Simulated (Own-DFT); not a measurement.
# Computed records: AlGa$_{3}$N$_{4}$ (wurtzite random alloy, strained, atoms displaced)

Computed with Own-DFT development build. A calculation, not a measurement: plane-wave PBE density functional theory by an unreviewed code, no spin, of a simulated periodic cell, stress positive in tension, free energy of the whole cell less one offset for each atom, forces on such cells passed a denser k mesh, this cell's mesh not checked; offsets are fitted by least squares, one for each functional and potential file, so energies compare only between cells with the same atoms and settings and are not formation energies; the far tail of each file's local potential was reset to the Coulomb form; each entry is a single point on an unrelaxed cell, so the pressure reflects the starting lattice, mostly measured values, from which strain is counted, and rises with the displacements; printed positions are rounded, which can move forces by about a meV/angstrom; the program is a retired in-house code; no spin-orbit coupling.

Settings shared by all entries: functional PBE; potential files PseudoDojo norm-conserving, scalar-relativistic, standard set with the stringent files for Ga; wave cutoff 96 hartree; occupations Gaussian; smearing width 0.01 eV; k mesh 4 x 4 x 3 centred on Gamma.

(1) AlGa$_{3}$N$_{4}$ (wurtzite random alloy, strained, atoms displaced)

```
AlGa3N4
1.0
      9.6281     0.0000     0.0000
     -4.8141     8.3382     0.0000
      0.0000     0.0000    10.2685
Al Ga N Ga N Ga Al N Ga N Ga N Al Ga N Ga Al N Ga N Al N Ga N Ga N Ga N Ga N Ga N Ga N Ga N Al Ga N Al N
1 1 2 2 2 1 1 2 2 2 2 2 1 1 2 1 1 2 2 2 2 2 2 2 2 2 2 2 2 2 2 2 2 2 2 2 1 1 2 2 2
Direct
  0.11574 0.23582 0.00357
  0.22816 0.12262 0.24624
  0.10246 0.22239 0.18818
  0.22411 0.11496 0.44350
  0.11194 0.21734 0.49086
  0.22164 0.11128 0.74936
  0.11665 0.23868 0.69035
  0.22015 0.10945 0.93566
  0.11181 0.55572 0.00824
  0.21691 0.44211 0.25506
  0.11127 0.55985 0.19374
  0.22241 0.44612 0.44649
  0.09980 0.54950 0.50043
  0.21740 0.44556 0.74762
  0.11260 0.56067 0.69173
  0.22644 0.44823 0.93457
  0.10999 0.89106 0.00819
  0.21960 0.77187 0.24917
  0.11410 0.88894 0.19267
  0.21349 0.77511 0.43383
  0.10457 0.88933 0.50587
  0.23681 0.78590 0.75138
  0.10917 0.89082 0.70332
  0.21493 0.77393 0.92721
  0.44095 0.21838 0.98944
  0.54649 0.10387 0.25122
  0.43763 0.21585 0.18828
  0.55468 0.10692 0.44465
  0.44425 0.22709 0.50223
  0.55153 0.11332 0.74676
  0.44807 0.22070 0.68603
  0.55616 0.10404 0.93887
  0.44683 0.54832 0.00410
  0.55081 0.44435 0.25674
  0.43513 0.54771 0.19029
  0.55434 0.44375 0.44589
  0.43830 0.55622 0.49876
  0.54996 0.44695 0.74092
  0.45040 0.56098 0.68268
  0.54850 0.44180 0.94795
  0.43486 0.89155 0.99316
  0.55048 0.77372 0.24360
  0.44565 0.88806 0.19524
  0.54968 0.77453 0.44225
  0.44619 0.88995 0.50337
  0.57031 0.78437 0.75329
  0.44044 0.88496 0.69354
  0.55218 0.77735 0.94347
  0.78193 0.21700 0.99605
  0.88634 0.11017 0.25425
  0.77865 0.22131 0.18498
  0.89120 0.11252 0.44519
  0.78321 0.22730 0.50458
  0.88947 0.10296 0.75177
  0.77830 0.22183 0.67664
  0.87579 0.09876 0.94554
  0.77881 0.55807 0.99715
  0.88650 0.43974 0.25007
  0.78299 0.56203 0.19018
  0.88277 0.43789 0.43726
  0.78101 0.55998 0.49813
  0.89521 0.45334 0.76036
  0.76883 0.55222 0.68837
  0.88567 0.45317 0.94767
  0.77495 0.89058 0.99550
  0.88761 0.78018 0.24980
  0.77891 0.88622 0.18527
  0.88569 0.77243 0.44562
  0.76910 0.88249 0.51072
  0.88451 0.78411 0.74623
  0.77700 0.89321 0.69173
  0.89804 0.78590 0.93162
```

| Property | Result |
| --- | --- |
| free energy of cell above offsets | -9.773 eV |
| pressure | 2.06 GPa |
| stress xx | -0.09 GPa |
| stress yy | -1.16 GPa |
| stress zz | -4.92 GPa |
| stress yz | 0.23 GPa |
| stress xz | 0.39 GPa |
| stress xy | 0.02 GPa |

Force:
```
element  x (eV/Å)  y (eV/Å)  z (eV/Å)
     Al      0.19    -1.577    -0.979
     Ga    -0.704    -1.593     0.692
      N     0.825     1.258    -0.037
      N      0.34      -1.6    -0.612
     Ga    -0.796      1.14     1.746
     Ga     -0.38     0.767    -0.267
      N     0.336    -3.124    -0.612
      N    -1.053     0.928     1.296
     Ga     0.033     0.465    -1.321
     Al    -0.028     0.389     0.003
      N     1.023    -1.858    -0.005
      N     -0.83    -0.665    -2.026
     Ga     0.585     0.988     0.231
     Ga     0.714     1.693     0.027
      N    -0.397     0.072    -0.337
      N     0.092    -0.431      1.78
     Ga     0.177    -0.165     -1.55
     Ga    -0.012     1.472     0.541
      N    -0.539     0.554     0.239
      N    -0.307     0.503     2.034
     Al     1.098    -0.112    -0.209
     Ga    -2.473    -1.467    -1.152
      N    -0.611    -0.585    -2.756
      N     0.116     0.165     3.609
     Ga     0.403    -0.002      1.16
     Al     0.584     0.728     0.295
      N     1.704     1.445     0.223
      N    -0.286     0.819    -1.505
     Ga      0.86    -0.902    -0.668
     Ga     1.697    -0.296    -0.019
      N    -1.438      0.48     0.979
      N    -0.563     1.557    -0.599
     Al    -1.422     1.137    -0.403
     Al     0.805    -0.168    -0.825
      N     0.247    -0.557     0.213
      N    -0.196     0.539    -1.731
     Ga     0.745     0.105    -0.064
     Ga     0.519    -0.569     1.196
      N    -1.022     0.286     1.328
      N     0.654     0.417    -1.416
     Ga     0.845    -1.372     1.107
     Ga     0.699     0.216     0.752
      N    -0.771     0.496    -1.161
      N     1.321     0.866    -0.321
     Ga     -0.98    -0.625    -0.458
     Ga    -2.716    -1.554      0.56
      N     2.199     1.263    -0.753
      N     0.942    -0.716     0.309
     Ga    -1.687     0.909     0.671
     Ga    -0.553    -0.694    -0.221
      N    -1.085    -0.645     0.914
      N     -0.26    -1.725    -0.301
     Ga    -0.539    -0.951    -2.489
     Ga    -0.501     2.764    -0.019
      N     0.119     0.086     4.939
      N     2.292     1.613    -1.127
     Ga    -1.454      0.99     0.756
     Ga    -0.623     0.302    -0.445
      N    -1.179    -1.265     0.456
      N    -0.138     0.809    -0.019
     Ga      -0.1    -1.569     0.529
     Ga    -0.581    -0.545    -1.345
      N     1.045     1.586     0.642
      N     1.937     -1.75    -0.636
     Al     0.572    -1.601     1.021
     Ga     0.529    -0.035     0.335
      N     -0.71     0.291    -0.267
      N    -0.626     2.405     0.144
     Al     0.153     0.486     -2.23
     Al      1.64    -1.184     0.684
      N     1.606     -0.69     -0.92
      N    -2.081    -0.395     0.392
```

(2) AlGa$_{3}$N$_{4}$ (wurtzite random alloy, strained, atoms displaced)

```
AlGa3N4
1.0
      9.6281     0.0000     0.0000
     -4.8141     8.3382     0.0000
      0.0000     0.0000    10.2685
Ga Al N Ga N Ga N Ga N Ga Al N Ga N Ga N Ga N Ga N Ga N Al Ga N Ga N Ga N Al Ga N Ga N Al N Ga Al N Al N
1 1 2 2 2 2 2 2 2 1 1 2 2 2 2 2 2 2 2 2 2 2 1 1 2 2 2 2 2 1 1 2 2 2 2 2 1 1 2 2 2
Direct
  0.11985 0.22572 0.00570
  0.22318 0.11585 0.25090
  0.10847 0.22466 0.18730
  0.22469 0.11514 0.44223
  0.11774 0.22354 0.50662
  0.21934 0.10426 0.75855
  0.11080 0.22140 0.67634
  0.22434 0.11392 0.93759
  0.12095 0.56185 0.00378
  0.22374 0.44707 0.24754
  0.10987 0.54922 0.18874
  0.22290 0.44209 0.43686
  0.11204 0.55682 0.50763
  0.22672 0.44601 0.75473
  0.11134 0.56356 0.68942
  0.22651 0.44282 0.93647
  0.11335 0.89414 0.00050
  0.20676 0.77546 0.25081
  0.11615 0.88957 0.18472
  0.21862 0.77981 0.42854
  0.11808 0.90293 0.49220
  0.21989 0.77144 0.74737
  0.10461 0.88860 0.69536
  0.22223 0.77691 0.93498
  0.44809 0.22904 0.01098
  0.56309 0.11368 0.25421
  0.44573 0.23089 0.19263
  0.55285 0.10355 0.45089
  0.44904 0.22300 0.51021
  0.55227 0.11786 0.74983
  0.44549 0.21526 0.68601
  0.55967 0.11849 0.93687
  0.44706 0.54848 0.00065
  0.54051 0.44007 0.24695
  0.44693 0.55416 0.19546
  0.56897 0.44812 0.43936
  0.44003 0.55532 0.50035
  0.55432 0.44317 0.74490
  0.44189 0.55373 0.68197
  0.56630 0.45372 0.94243
  0.44542 0.88567 0.98962
  0.55430 0.77049 0.24768
  0.44526 0.88781 0.18271
  0.55273 0.77361 0.43816
  0.44749 0.88436 0.50402
  0.55882 0.77541 0.75238
  0.44214 0.88745 0.69320
  0.54169 0.77803 0.94432
  0.77109 0.22321 0.99792
  0.89732 0.11489 0.24717
  0.77090 0.21280 0.18722
  0.88189 0.11343 0.44462
  0.77856 0.22183 0.49855
  0.88634 0.10346 0.74840
  0.78229 0.22105 0.68808
  0.89468 0.10941 0.93816
  0.78878 0.56163 0.00074
  0.89518 0.44694 0.25098
  0.77471 0.55161 0.19566
  0.88674 0.44952 0.44168
  0.78504 0.55868 0.50234
  0.89188 0.44722 0.75321
  0.77276 0.55775 0.69339
  0.88544 0.44632 0.94766
  0.77111 0.89473 0.00601
  0.89923 0.78579 0.25643
  0.77959 0.88870 0.18657
  0.88402 0.77488 0.43304
  0.78539 0.89305 0.49419
  0.89058 0.77423 0.75810
  0.79433 0.90563 0.68651
  0.89535 0.79054 0.94195
```

| Quantity | Value |
| --- | --- |
| free energy of cell above offsets | -9.594 eV |
| pressure | 2.35 GPa |
| stress xx | 0.43 GPa |
| stress yy | -0.21 GPa |
| stress zz | -7.27 GPa |
| stress yz | -0.2 GPa |
| stress xz | 0.43 GPa |
| stress xy | 0.82 GPa |

Force:
```
element  x (eV/Å)  y (eV/Å)  z (eV/Å)
     Ga     -1.21    -0.628    -1.624
     Al     0.422    -0.202     0.132
      N     2.104    -0.137      1.05
      N     0.355     0.831    -1.956
     Ga    -1.183     0.183    -3.303
     Ga    -0.385     0.725    -2.134
      N     0.483     0.492      5.07
      N     0.665     0.532     1.744
     Ga    -0.705    -0.661     -0.79
     Ga     0.006    -0.057      0.86
      N    -0.085     1.665     0.381
      N    -0.642     0.226     0.212
     Ga    -0.152    -0.043    -2.007
     Ga    -0.587    -0.728    -1.673
      N    -0.057    -2.296     0.934
      N    -0.239     0.235     1.194
     Ga     0.391    -0.435    -0.741
     Al     2.854    -0.002    -1.112
      N    -1.196     0.951       1.8
      N     0.254     -0.19     1.528
     Ga    -0.102    -2.205     1.565
     Ga    -0.533     1.984     0.347
      N     0.495    -0.699    -0.954
      N     0.336     0.647     0.869
     Ga     0.519    -0.296     -1.89
     Ga    -1.137     -1.38     0.366
      N    -0.593    -2.465     0.641
      N      0.58     1.258    -1.103
     Ga     0.117      0.53    -2.875
     Ga     2.333     -1.03     0.064
      N    -2.011     1.154     2.079
      N    -1.161    -1.521     0.498
     Ga    -0.521     1.204     0.242
     Ga     3.206     1.119     2.022
      N    -1.614     0.031    -1.711
      N    -0.985    -0.337      0.73
     Ga     1.288    -0.267    -1.337
     Ga    -0.228    -0.262     0.711
      N     0.248     0.254     1.857
      N    -0.293    -0.925    -0.783
     Al    -2.181     1.666     1.742
     Ga    -0.666     1.741     0.273
      N    -1.041    -0.377    -0.038
      N     1.179     0.722     0.372
     Ga    -0.688    -0.133    -0.543
     Ga     0.039     0.767    -0.531
      N     0.449    -0.027     0.026
      N      2.57    -1.054    -0.924
     Ga     1.593    -0.077      0.16
     Ga    -1.865    -0.839     0.942
      N     1.086     1.427     0.339
      N     1.258    -0.493    -1.059
     Al    -0.571     0.453     0.723
     Ga      0.08     2.954     0.761
      N    -0.814     1.467     0.025
      N    -0.711     0.925       0.4
     Ga     -1.13     0.893     1.261
     Ga    -1.433    -0.888     -0.02
      N     0.215     1.461    -0.439
      N     0.787     -1.04     0.603
     Al    -0.993     0.093    -0.367
     Al    -0.455    -0.748    -0.034
      N     1.858     0.457    -0.519
      N     1.922      0.02    -2.082
     Ga     0.687     -0.37     -1.28
     Al    -1.074    -1.445    -2.177
      N      0.95    -0.315     1.866
      N     0.246      0.76     1.367
     Al    -0.959    -0.285     0.646
     Al    -0.818     0.964    -0.825
      N     -0.03    -4.883     -1.05
      N    -0.528    -1.054    -0.521
```

(3) AlGa$_{3}$N$_{4}$ (wurtzite random alloy, strained, atoms displaced)

```
AlGa3N4
1.0
      9.6281     0.0000     0.0000
     -4.8141     8.3382     0.0000
      0.0000     0.0000    10.2685
Al Ga N Ga N Ga N Ga Al N Ga N Ga N Ga N Al N Ga N Al Ga N Ga N Ga N Ga N Ga N Ga Al N Ga Al N Ga Al N Al Ga N
1 1 2 2 2 2 2 1 1 2 2 2 2 2 2 2 2 2 2 2 1 1 2 2 2 2 2 2 2 2 2 1 1 2 1 1 2 1 1 2 1 1 2
Direct
  0.10196 0.21104 0.00457
  0.22396 0.11356 0.25677
  0.09970 0.21673 0.18704
  0.21868 0.11317 0.43037
  0.11447 0.22138 0.50619
  0.22667 0.11766 0.74067
  0.11389 0.22532 0.69095
  0.23362 0.12720 0.94190
  0.11902 0.56034 0.00074
  0.22547 0.45012 0.25634
  0.10339 0.55886 0.19484
  0.21830 0.43777 0.43743
  0.11350 0.55385 0.49759
  0.21859 0.44656 0.75281
  0.12430 0.56527 0.68948
  0.21845 0.43554 0.94026
  0.11342 0.89142 0.00120
  0.21843 0.76861 0.23865
  0.10490 0.87133 0.18468
  0.21671 0.77047 0.43543
  0.11165 0.88929 0.50113
  0.21984 0.77884 0.74535
  0.10812 0.89001 0.68698
  0.22513 0.78088 0.93740
  0.43776 0.22221 0.99126
  0.55101 0.10791 0.24740
  0.44227 0.22282 0.19033
  0.55367 0.11113 0.43937
  0.44182 0.22185 0.49861
  0.56368 0.10989 0.75632
  0.43465 0.21501 0.69490
  0.55704 0.10929 0.93162
  0.44574 0.54851 0.99881
  0.54807 0.44351 0.25503
  0.45376 0.56354 0.18033
  0.55989 0.43992 0.43509
  0.43964 0.55783 0.49121
  0.55421 0.44363 0.74663
  0.43973 0.55021 0.69520
  0.55200 0.44187 0.93999
  0.45430 0.89902 0.00107
  0.54282 0.77641 0.25246
  0.44000 0.88766 0.18827
  0.55245 0.77283 0.44139
  0.44463 0.89565 0.49764
  0.55637 0.77055 0.74471
  0.44065 0.88336 0.68840
  0.56128 0.78709 0.93777
  0.79032 0.23654 0.99677
  0.88876 0.11862 0.24943
  0.78400 0.22478 0.18683
  0.89301 0.11338 0.43004
  0.77872 0.21980 0.50765
  0.88479 0.11217 0.74834
  0.77463 0.22031 0.69638
  0.88577 0.11859 0.93921
  0.77424 0.55771 0.99908
  0.88072 0.44060 0.24496
  0.77487 0.54150 0.18522
  0.88370 0.43212 0.43804
  0.78004 0.55502 0.49567
  0.89540 0.44914 0.74583
  0.77627 0.55745 0.68866
  0.89348 0.44424 0.93498
  0.78223 0.88344 0.00077
  0.88470 0.77176 0.25732
  0.77377 0.88616 0.19391
  0.89060 0.77980 0.43932
  0.77424 0.88793 0.50063
  0.88770 0.77571 0.74889
  0.77364 0.89056 0.68901
  0.89176 0.78691 0.93176
```

| Item | Value |
| --- | --- |
| free energy of cell above offsets | -10.249 eV |
| pressure | 2 GPa |
| stress xx | -0.06 GPa |
| stress yy | -0.05 GPa |
| stress zz | -5.88 GPa |
| stress yz | 0.33 GPa |
| stress xz | 0.03 GPa |
| stress xy | 0.11 GPa |

Force:
```
element  x (eV/Å)  y (eV/Å)  z (eV/Å)
     Al     0.087      1.22    -0.792
     Ga    -0.666    -0.834    -3.536
      N     1.776     1.043    -0.073
      N     1.373     0.044     3.669
     Ga     -0.98    -0.407    -1.144
     Ga    -1.353     -1.41     2.141
      N    -0.938     0.696     0.145
      N    -3.098    -2.483    -1.021
     Ga     -0.16    -0.442    -0.141
     Ga    -0.485    -0.917     -2.43
      N     0.744    -2.609    -0.813
      N     1.134      1.01     1.097
     Ga    -0.759    -0.072     0.019
     Al     0.913    -0.164     0.413
      N    -1.227    -2.422    -0.118
      N    -0.171     0.005     -0.22
     Ga     0.218     0.379    -0.757
     Ga    -0.397     1.694     1.631
      N    -1.762     1.375     1.245
      N     0.237     0.958    -0.041
     Ga     0.246     -0.28    -0.912
     Ga     0.524         1     0.843
      N     0.096     0.263     0.259
      N     0.037     0.151     0.119
     Ga     2.613      0.37     1.541
     Ga     0.444     0.936    -0.009
      N    -0.009    -0.204    -0.467
      N    -0.495     0.762     0.222
     Al     0.379    -0.238     0.221
     Al     -1.57    -0.982    -1.543
      N     3.159     1.037    -2.186
      N    -0.238     1.355      1.37
     Ga    -1.397     1.245    -1.175
     Ga     1.065    -0.106    -1.942
      N    -1.091    -0.933     2.162
      N     -1.88     0.104     2.005
     Al     0.856    -0.829     1.623
     Ga    -0.063    -0.349     0.385
      N     -0.65    -0.446    -1.978
      N     1.101     0.469    -0.795
     Ga    -0.147    -1.011    -0.866
     Ga     1.818     0.606    -0.628
      N     0.077     0.286     0.127
      N     0.247     0.267     0.272
     Ga    -0.233    -1.247     0.571
     Ga    -1.187     0.629     1.009
      N     0.459     1.553     0.039
      N     0.319    -1.352     0.003
     Ga    -1.045    -1.673     0.559
     Ga     0.177    -1.471    -0.643
      N    -1.711     0.487      0.05
      N    -0.374    -1.074     3.119
     Ga    -0.048    -0.518    -1.091
     Ga     0.948    -0.392     0.934
      N    -0.335     1.432    -0.515
      N     2.042    -1.012    -0.041
     Ga     0.792    -0.148    -0.432
     Al     1.038    -0.425     0.828
      N    -1.026     1.755     1.157
      N      0.02      1.31    -0.465
     Ga     0.323    -0.085     0.335
     Al    -0.253     0.022     0.414
      N     1.188    -0.911    -0.101
      N    -0.577     1.944    -1.018
     Ga    -1.936     1.312     0.589
     Al     0.028      0.25    -1.659
      N     0.766    -0.475     0.159
      N    -0.917    -0.056     0.101
     Al     0.392     0.426     -0.63
     Ga    -0.429     0.688    -0.741
      N      0.93     0.041    -1.377
      N     1.043    -1.143     0.919
```
